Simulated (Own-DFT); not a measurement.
## Calculated data, Si$_{12}$O$_{23}$ (quartz with two neutral oxygen vacancies, strained, atoms displaced)

All values are calculated (Own-DFT development build). A calculation, not a measurement: plane-wave PBE and HSE06 DFT by an unreviewed code, no spin, of a simulated cell at Gamma alone, so results move with cell size and shape, stress positive in tension, energies less offsets, not probed for a lower state with spin; oxygen file: force components 24 meV/angstrom off all-electron in a glass; k mesh not checked against a denser one; forces and stress are PBE's, HSE06 gives the energy alone, and its difference from PBE has offsets of its own; offsets are fitted by least squares, one for each functional and potential file, so energies compare only between cells with the same atoms and settings and are not formation energies; the far tail of each file's local potential was reset to the Coulomb form; each entry is a single point on an unrelaxed cell, so the pressure reflects the starting lattice, mostly measured values (interpolated for alloys), from which strain is counted, and rises with the displacements; printed positions are rounded, which can move forces by about a meV/angstrom; the program, named Own-DFT, is a retired in-house code; no spin-orbit coupling.

Common to all runs: first functional PBE; second functional HSE06; exact exchange share 0.25; screening 0.11 1/bohr; exchange divergence Gygi-Baldereschi; potential files PseudoDojo norm-conserving, scalar-relativistic, made for PBE, standard set; wave cutoff 48 hartree; occupations fixed; k mesh 1 x 1 x 1 centred on Gamma.

(1) 
```cif
# cell vector a (Å): 9.6373 -0.1283 -0.0360
# cell vector b (Å): -4.9297 8.4131 0.1193
# cell vector c (Å): -0.0395 0.1287 11.0227
data_Si12O23
_symmetry_space_group_name_H-M 'P 1'
_symmetry_Int_Tables_number 1
_cell_length_a 9.6382
_cell_length_b 9.7517
_cell_length_c 11.0235
_cell_angle_alpha 88.618
_cell_angle_beta 90.428
_cell_angle_gamma 121.131
_cell_volume 886.61
loop_
_atom_site_label
_atom_site_type_symbol
_atom_site_fract_x
_atom_site_fract_y
_atom_site_fract_z
_atom_site_occupancy
Si1 Si 0.23062 0.99992 0.00275 1
Si2 Si 0.00325 0.23640 0.33761 1
Si3 Si 0.26664 0.26055 0.16714 1
O1 O 0.42398 0.28789 0.23051 1
O2 O 0.35806 0.07111 0.39335 1
O3 O 0.06774 0.36592 0.44052 1
O4 O 0.13339 0.20772 0.27621 1
O5 O 0.29293 0.42930 0.10970 1
Si4 Si 0.23667 0.99725 0.49889 1
Si5 Si 0.00347 0.23919 0.83570 1
Si6 Si 0.26828 0.27198 0.66630 1
O6 O 0.20211 0.13202 0.56520 1
O7 O 0.42094 0.28827 0.72539 1
O8 O 0.35617 0.06761 0.89872 1
O9 O 0.07868 0.37190 0.93927 1
O10 O 0.13697 0.20766 0.77168 1
O11 O 0.29540 0.42450 0.60811 1
Si7 Si 0.23076 0.49890 0.00238 1
Si8 Si 0.99289 0.73037 0.33245 1
Si9 Si 0.26279 0.76840 0.16405 1
O12 O 0.21118 0.63724 0.05840 1
O13 O 0.43080 0.79310 0.22314 1
O14 O 0.36041 0.57016 0.39331 1
O15 O 0.07248 0.86289 0.44295 1
O16 O 0.13448 0.71014 0.26852 1
O17 O 0.29295 0.93314 0.10967 1
Si10 Si 0.22920 0.49564 0.50062 1
Si11 Si 0.00014 0.73756 0.83501 1
Si12 Si 0.26872 0.76251 0.66764 1
O18 O 0.20654 0.63304 0.55738 1
O19 O 0.42434 0.78798 0.72622 1
O20 O 0.36780 0.57315 0.89494 1
O21 O 0.13701 0.71666 0.77190 1
O22 O 0.30231 0.93032 0.60879 1
Si13 Si 0.73324 0.99879 0.00170 1
Si14 Si 0.49887 0.23150 0.33360 1
Si15 Si 0.76069 0.26494 0.16724 1
O23 O 0.70963 0.13094 0.05901 1
O24 O 0.92236 0.29296 0.23058 1
O25 O 0.86642 0.07602 0.39395 1
O26 O 0.57187 0.36720 0.43786 1
O27 O 0.63906 0.20524 0.27899 1
O28 O 0.79329 0.42776 0.11272 1
Si16 Si 0.73344 0.00337 0.49618 1
Si17 Si 0.49982 0.24290 0.83750 1
Si18 Si 0.77033 0.27013 0.66376 1
O29 O 0.70885 0.12987 0.55893 1
O30 O 0.93080 0.29135 0.72940 1
O31 O 0.87091 0.07631 0.89461 1
O32 O 0.57131 0.36628 0.94311 1
O33 O 0.62580 0.20058 0.77592 1
O34 O 0.78940 0.41660 0.60857 1
Si19 Si 0.73662 0.50284 0.99888 1
Si20 Si 0.49906 0.73362 0.33572 1
Si21 Si 0.76333 0.76632 0.16079 1
O35 O 0.70965 0.63436 0.05813 1
O36 O 0.92271 0.79067 0.22718 1
O37 O 0.86139 0.56811 0.39684 1
O38 O 0.56805 0.87042 0.43680 1
O39 O 0.63329 0.71102 0.27481 1
O40 O 0.78800 0.92093 0.10648 1
Si22 Si 0.73337 0.50422 0.49772 1
Si23 Si 0.49520 0.73835 0.83280 1
Si24 Si 0.77035 0.76556 0.66587 1
O41 O 0.70442 0.63028 0.56341 1
O42 O 0.92601 0.79439 0.72337 1
O43 O 0.87098 0.57349 0.89493 1
O44 O 0.57451 0.86522 0.93754 1
O45 O 0.63055 0.70570 0.77826 1
O46 O 0.79043 0.92802 0.60760 1
_calc_PBE_energy_of_cell_above_offsets '-19.017'  # eV
_calc_HSE06_less_PBE_above_offsets '-0.426'  # eV
_calc_PBE_pressure 11.78  # GPa
_calc_PBE_stress_xx -13.51  # GPa
_calc_PBE_stress_yy -13.58  # GPa
_calc_PBE_stress_zz -8.26  # GPa
_calc_PBE_stress_yz 5.3  # GPa
_calc_PBE_stress_xz -1.4  # GPa
_calc_PBE_stress_xy -2.2  # GPa
```

Force:
```csv
element,x (eV/Å),y (eV/Å),z (eV/Å)
Si,-4.56,-0.5,0.996
Si,-1.124,1.127,-2.34
Si,-1.988,-1.523,-2.454
O,1.512,1.246,-0.307
O,1.834,0.353,-1.967
O,-0.889,-0.33,0.496
O,1.094,-0.344,-0.237
O,0.632,-0.556,0.412
Si,-2.121,0.929,4.609
Si,2.218,-0.022,-0.482
Si,-0.19,-5.293,-0.1
O,0.931,-1.09,-1.263
O,3.357,1.115,1.671
O,2.186,2.507,-2.718
O,-2.431,-2.505,-1.19
O,-1.597,-0.208,1.88
O,-2.148,4.86,-2.747
Si,2.621,2.568,0.796
Si,2.086,1.986,0.443
Si,2.814,-0.837,-0.259
O,-1.036,0.683,0.254
O,-0.738,0.213,-0.239
O,0.298,-0.85,0.102
O,-1.278,-2.143,-1.413
O,-2.006,-1.023,2.079
O,0.679,0.382,0.527
Si,1.158,1.047,1.291
Si,1.06,4.04,0.535
Si,-2.933,0.152,-2.509
O,-0.435,0.383,0.832
O,1.289,1.3,-0.645
O,-0.687,-1.195,0.703
O,0.201,-1.149,0.381
O,-0.108,0.309,-0.767
Si,0.796,0.299,-1.443
Si,1.289,0.863,0.847
Si,2.025,-2.146,-0.403
O,-1.569,1.956,1.442
O,1.556,0.352,0.239
O,0.414,-1.686,-0.255
O,-0.736,-0.896,-0.259
O,-1.678,-0.76,0.866
O,-1.328,2.176,-1.951
Si,0.984,-1.955,1.624
Si,0.335,-3.012,-1.877
Si,1.182,-7.558,3.614
O,-1.737,2.691,1.745
O,-1.416,1.1,-1.636
O,-0.517,-1.798,1.317
O,-0.618,0.325,0.569
O,1.091,0.715,-0.759
O,-3.311,7.158,-4.095
Si,0.647,-0.533,1.881
Si,-1.015,1.339,-1.046
Si,0.312,-3.405,2.957
O,-0.591,0.204,-0.093
O,0.263,0.484,-0.399
O,1.948,0.508,-2.039
O,-0.467,-0.675,-0.017
O,1.878,-0.61,-0.83
O,-0.661,3.417,-1.243
Si,-0.44,-2.482,3.507
Si,3.145,-0.897,0.976
Si,-5.464,-0.212,0.036
O,-0.392,0.134,-0.155
O,3.922,0.447,1.918
O,-0.179,-1.672,0.214
O,-0.995,0.31,0.491
O,1.567,0.188,-1.43
O,0.061,-0.003,-0.68
```

(2) 
```cif
# cell vector a (Å): 9.8992 0.1377 0.0930
# cell vector b (Å): -4.8304 8.4622 0.0074
# cell vector c (Å): 0.1023 0.0684 10.6180
data_Si12O23
_symmetry_space_group_name_H-M 'P 1'
_symmetry_Int_Tables_number 1
_cell_length_a 9.9006
_cell_length_b 9.7438
_cell_length_c 10.6187
_cell_angle_alpha 89.910
_cell_angle_beta 88.905
_cell_angle_gamma 118.920
_cell_volume 896.41
loop_
_atom_site_label
_atom_site_type_symbol
_atom_site_fract_x
_atom_site_fract_y
_atom_site_fract_z
_atom_site_occupancy
Si1 Si 0.23716 0.00199 0.00042 1
Si2 Si 0.00680 0.23835 0.33477 1
Si3 Si 0.27006 0.26715 0.16625 1
O1 O 0.20743 0.13817 0.05740 1
O2 O 0.43106 0.29688 0.22174 1
O3 O 0.36037 0.07367 0.39547 1
O4 O 0.07182 0.36578 0.44203 1
O5 O 0.13635 0.20496 0.27791 1
O6 O 0.29567 0.42827 0.10682 1
Si4 Si 0.24198 0.00196 0.49147 1
Si5 Si 0.00304 0.23216 0.83720 1
Si6 Si 0.26455 0.27104 0.66307 1
O7 O 0.20594 0.13576 0.55910 1
O8 O 0.43158 0.29948 0.72495 1
O9 O 0.36579 0.07687 0.89086 1
O10 O 0.07630 0.36817 0.94427 1
O11 O 0.13231 0.20251 0.77615 1
Si7 Si 0.23726 0.49795 0.00064 1
Si8 Si 0.00680 0.74349 0.33725 1
Si9 Si 0.25900 0.76291 0.16678 1
O12 O 0.21173 0.63582 0.05862 1
O13 O 0.42943 0.79755 0.22986 1
O14 O 0.36922 0.57470 0.39140 1
O15 O 0.07708 0.87042 0.43692 1
O16 O 0.13519 0.70873 0.26989 1
O17 O 0.29874 0.92775 0.10518 1
Si10 Si 0.23574 0.50400 0.50002 1
Si11 Si 0.99935 0.73159 0.82920 1
Si12 Si 0.26467 0.76407 0.66745 1
O18 O 0.42808 0.79790 0.72578 1
O19 O 0.36311 0.57017 0.89383 1
O20 O 0.07726 0.87059 0.94072 1
O21 O 0.12677 0.70668 0.77626 1
O22 O 0.29565 0.92540 0.61123 1
Si13 Si 0.73579 0.00150 0.00241 1
Si14 Si 0.50043 0.23636 0.33314 1
Si15 Si 0.76396 0.26350 0.16404 1
O23 O 0.71001 0.13171 0.06334 1
O24 O 0.92820 0.29355 0.22566 1
O25 O 0.86892 0.07733 0.39105 1
O26 O 0.57007 0.36993 0.44036 1
O27 O 0.62871 0.20969 0.27658 1
O28 O 0.79727 0.43232 0.10252 1
Si16 Si 0.73824 0.00196 0.50117 1
Si17 Si 0.50272 0.24114 0.83090 1
Si18 Si 0.76286 0.26522 0.66726 1
O29 O 0.71475 0.14008 0.56284 1
O30 O 0.93212 0.29414 0.72193 1
O31 O 0.87378 0.07921 0.89555 1
O32 O 0.57048 0.36111 0.94557 1
O33 O 0.63607 0.20934 0.77653 1
O34 O 0.79832 0.42875 0.60827 1
Si19 Si 0.73561 0.49994 0.00115 1
Si20 Si 0.49789 0.73936 0.33712 1
Si21 Si 0.76396 0.76366 0.16339 1
O35 O 0.70686 0.63222 0.05856 1
O36 O 0.92056 0.79081 0.22525 1
O37 O 0.87089 0.57562 0.39656 1
O38 O 0.57726 0.86825 0.44412 1
O39 O 0.63925 0.70643 0.27399 1
O40 O 0.79289 0.92514 0.10917 1
Si22 Si 0.72923 0.49510 0.49840 1
Si23 Si 0.50243 0.73702 0.83146 1
Si24 Si 0.77025 0.77100 0.66543 1
O41 O 0.70181 0.63425 0.56390 1
O42 O 0.93184 0.79801 0.72473 1
O43 O 0.86763 0.56658 0.89618 1
O44 O 0.57693 0.86877 0.94393 1
O45 O 0.63597 0.70251 0.76729 1
O46 O 0.79661 0.92486 0.61212 1
_calc_PBE_energy_of_cell_above_offsets '-20.043'  # eV
_calc_HSE06_less_PBE_above_offsets '-0.051'  # eV
_calc_PBE_pressure 8.45  # GPa
_calc_PBE_stress_xx -7.17  # GPa
_calc_PBE_stress_yy -7.86  # GPa
_calc_PBE_stress_zz -10.32  # GPa
_calc_PBE_stress_yz 1.82  # GPa
_calc_PBE_stress_xz 4.22  # GPa
_calc_PBE_stress_xy 1.35  # GPa
```

Force:
```csv
element,x (eV/Å),y (eV/Å),z (eV/Å)
Si,-0.752,-0.597,-1.067
Si,-1.649,-0.387,-0.792
Si,-0.714,-0.519,0.291
O,-0.137,-0.081,0.255
O,0.436,-0.179,0.595
O,5.826,4.226,-6.823
O,0.179,1.753,0.91
O,1.595,0.009,-0.729
O,0.731,0.02,1.242
Si,-5.967,-3.105,8.824
Si,-1.232,3.453,-1.566
Si,-0.257,2.009,-0.332
O,0.881,-1.637,-1.195
O,-1.6,0.46,-1.552
O,0.793,0.316,-0.747
O,-0.33,-0.49,-0.227
O,1.838,-0.075,-0.579
Si,-1.903,-0.245,-0.007
Si,-2.511,-3.566,-3.36
Si,4.484,1.349,-1.833
O,-0.465,-0.005,0
O,-2.262,0.245,-1.449
O,-0.173,-0.95,0.179
O,0.519,2.382,2.384
O,-2.391,-1.217,3.163
O,-0.143,0.707,0.334
Si,-0.239,-0.835,3.538
Si,-4.217,1.129,4.187
Si,0.861,-3.174,-0.496
O,0.236,0.072,0.272
O,2.11,2.095,-2.507
O,-0.328,-1.056,-0.551
O,5.746,-0.942,-2.588
O,-1.393,2.159,-2.314
Si,1.73,-1.677,-1.376
Si,-2.837,0.725,0.663
Si,0.689,2.34,2.13
O,-1.713,0.644,-0.195
O,-0.884,0.013,-0.453
O,-0.101,-0.973,0.461
O,-0.48,-0.794,-0.104
O,3.742,-0.557,-1.767
O,2.068,-2.544,3.098
Si,0.551,-0.22,0.228
Si,-0.563,-1.093,1.515
Si,3.068,1.536,2.052
O,-0.317,-2.169,-2.02
O,-0.56,-0.406,0.64
O,-1.409,-2.966,1.43
O,0.418,1.286,0.679
O,0.106,-0.677,0.426
O,-1.199,1.024,-0.944
Si,-1.975,-1.038,-2.237
Si,3.426,-0.077,-1.298
Si,0.776,-0.583,1.075
O,-1.092,0.516,-0.389
O,2.276,0.207,1.096
O,0.36,0.429,-0.444
O,-0.114,0.635,0.726
O,-2.96,-0.403,1.982
O,-0.518,1.704,-0.838
Si,0.532,2.282,1.451
Si,0.722,-0.869,1.01
Si,2.707,-3.588,1.195
O,0.929,-1.47,-1.673
O,-0.732,-0.008,-0.62
O,0.827,1.497,-1.966
O,-0.229,-0.701,-0.933
O,-2.594,-0.34,2.726
O,-2.223,4.991,-2.786
```

(3) 
```cif
# cell vector a (Å): 9.6917 0.0531 0.0040
# cell vector b (Å): -4.7999 8.3644 0.0935
# cell vector c (Å): 0.0044 0.1213 10.9113
data_Si12O23
_symmetry_space_group_name_H-M 'P 1'
_symmetry_Int_Tables_number 1
_cell_length_a 9.6918
_cell_length_b 9.6442
_cell_length_c 10.9120
_cell_angle_alpha 88.904
_cell_angle_beta 89.950
_cell_angle_gamma 119.534
_cell_volume 887.20
loop_
_atom_site_label
_atom_site_type_symbol
_atom_site_fract_x
_atom_site_fract_y
_atom_site_fract_z
_atom_site_occupancy
Si1 Si 0.23254 0.00104 0.99900 1
Si2 Si 0.00391 0.23631 0.33383 1
Si3 Si 0.26788 0.26561 0.16416 1
O1 O 0.21412 0.13962 0.05822 1
O2 O 0.43099 0.29689 0.22936 1
O3 O 0.07557 0.36265 0.43894 1
O4 O 0.13166 0.20536 0.27438 1
O5 O 0.28905 0.42689 0.11028 1
Si4 Si 0.23221 0.99384 0.49877 1
Si5 Si 0.00245 0.24002 0.83147 1
Si6 Si 0.26903 0.26198 0.66780 1
O6 O 0.21081 0.13057 0.55852 1
O7 O 0.42301 0.29286 0.72573 1
O8 O 0.37072 0.06741 0.89437 1
O9 O 0.08123 0.36683 0.94073 1
O10 O 0.12799 0.21282 0.77595 1
O11 O 0.29126 0.42099 0.60604 1
Si7 Si 0.22748 0.49522 0.00400 1
Si8 Si 0.00071 0.73367 0.33299 1
Si9 Si 0.26621 0.76337 0.16501 1
O12 O 0.21137 0.63528 0.06135 1
O13 O 0.42818 0.79219 0.22456 1
O14 O 0.36654 0.57578 0.38927 1
O15 O 0.07984 0.87112 0.43821 1
O16 O 0.13320 0.70883 0.27229 1
O17 O 0.29412 0.93069 0.10669 1
Si10 Si 0.23420 0.50106 0.49857 1
Si11 Si 0.99863 0.73224 0.83615 1
Si12 Si 0.26710 0.76455 0.66723 1
O18 O 0.20832 0.63160 0.56035 1
O19 O 0.43135 0.79159 0.72506 1
O20 O 0.36606 0.57340 0.89570 1
O21 O 0.06731 0.86260 0.94280 1
O22 O 0.13398 0.70872 0.77397 1
O23 O 0.29092 0.92208 0.60197 1
Si13 Si 0.73217 0.99818 0.00522 1
Si14 Si 0.50487 0.23649 0.33552 1
Si15 Si 0.76259 0.26284 0.16831 1
O24 O 0.70680 0.13514 0.05915 1
O25 O 0.92439 0.28631 0.22778 1
O26 O 0.86171 0.07837 0.39842 1
O27 O 0.57595 0.37096 0.44095 1
O28 O 0.79122 0.42926 0.10711 1
Si16 Si 0.73458 0.99547 0.50339 1
Si17 Si 0.49736 0.23522 0.83943 1
Si18 Si 0.76824 0.26559 0.66931 1
O29 O 0.70692 0.13253 0.55836 1
O30 O 0.93015 0.29278 0.72441 1
O31 O 0.86579 0.07151 0.89252 1
O32 O 0.57335 0.36271 0.94177 1
O33 O 0.64034 0.21024 0.77743 1
O34 O 0.79400 0.42567 0.60462 1
Si19 Si 0.73465 0.49849 0.00283 1
Si20 Si 0.49587 0.73926 0.33062 1
Si21 Si 0.76425 0.75955 0.16305 1
O35 O 0.70387 0.62833 0.05927 1
O36 O 0.92723 0.78819 0.22866 1
O37 O 0.86293 0.57455 0.38985 1
O38 O 0.57203 0.87045 0.43662 1
O39 O 0.63554 0.70381 0.27366 1
O40 O 0.79310 0.92216 0.10430 1
Si22 Si 0.73551 0.49916 0.50100 1
Si23 Si 0.49990 0.73074 0.83394 1
Si24 Si 0.76718 0.77204 0.66676 1
O41 O 0.70389 0.63275 0.56032 1
O42 O 0.92616 0.79528 0.72747 1
O43 O 0.86405 0.57122 0.89566 1
O44 O 0.57352 0.86838 0.94230 1
O45 O 0.62733 0.70529 0.77846 1
O46 O 0.79200 0.92586 0.60688 1
_calc_PBE_energy_of_cell_above_offsets '-20.073'  # eV
_calc_HSE06_less_PBE_above_offsets '-0.513'  # eV
_calc_PBE_pressure 11.87  # GPa
_calc_PBE_stress_xx -13.41  # GPa
_calc_PBE_stress_yy -12.71  # GPa
_calc_PBE_stress_zz -9.48  # GPa
_calc_PBE_stress_yz 1.88  # GPa
_calc_PBE_stress_xz -3.7  # GPa
_calc_PBE_stress_xy 3.17  # GPa
```

Force:
```csv
element,x (eV/Å),y (eV/Å),z (eV/Å)
Si,0.498,-1.173,-0.412
Si,-1.317,-1.118,1.106
Si,0.205,-0.595,2.706
O,-0.839,0.024,-0.605
O,-1.087,0.371,-1.244
O,-0.432,1.086,0.818
O,2.705,-0.548,-1.554
O,0.392,0.846,0.409
Si,2.669,4.383,-1.987
Si,-2.921,-1.153,3.465
Si,-4.437,-1.74,-1.35
O,-1.341,1.207,1.404
O,4.288,0.372,2.752
O,-0.806,-0.956,0.101
O,-2.655,-2.075,-1.09
O,6.327,-1.004,-2.983
O,-0.526,1.576,-0.902
Si,2.644,2.38,-1.078
Si,-0.07,0.979,1.311
Si,-0.993,1.078,0.405
O,-1.31,0.197,-0.269
O,-1.518,1.399,-2.325
O,-0.661,-1.399,0.834
O,-2.299,-3.008,-1.952
O,2.044,-0.633,-0.377
O,0.419,-0.381,0.516
Si,1.696,-1.473,-0.296
Si,-0.64,1.056,-0.621
Si,0.794,-1.175,0.165
O,-1.309,1.272,0.862
O,-1.058,0.542,-0.837
O,-0.818,-1.665,1.081
O,0.158,0.706,0.346
O,0.729,-0.462,0.047
O,1.194,0.234,1.33
Si,0.463,0.449,-3.128
Si,1.469,-2.564,0.535
Si,-2.268,-0.572,2.136
O,-0.766,0.724,0.455
O,-0.532,0.951,-1.13
O,1.592,0.003,-1.332
O,-0.775,-0.712,-0.27
O,2.059,-0.695,1.762
Si,-2.838,1.231,-2.104
Si,1.78,0.128,-2.701
Si,-0.641,-1.667,-1.613
O,-0.763,1.144,1.589
O,-0.413,1.259,-0.916
O,-0.267,0.279,0.515
O,-0.574,0.832,0.942
O,-1.497,-0.23,0.922
O,0.819,0.49,0.824
Si,-0.967,-0.644,-1.937
Si,4.432,-0.306,1.687
Si,0.343,-0.551,2.07
O,-1.312,1.151,0.201
O,-1.632,1.065,-2.256
O,0.234,-1.125,0.842
O,-0.168,-0.241,0.291
O,-1.145,0.129,0.396
O,0.736,0.733,0.832
Si,-0.673,1.209,-0.613
Si,-3.036,2.379,2.881
Si,0.261,-5.353,1.77
O,-0.311,1.287,1.058
O,0.777,0.195,0.383
O,0.504,-0.577,-0.612
O,-0.814,-1.249,-0.751
O,5.766,-0.268,-3.078
O,0.433,1.967,0.569
```
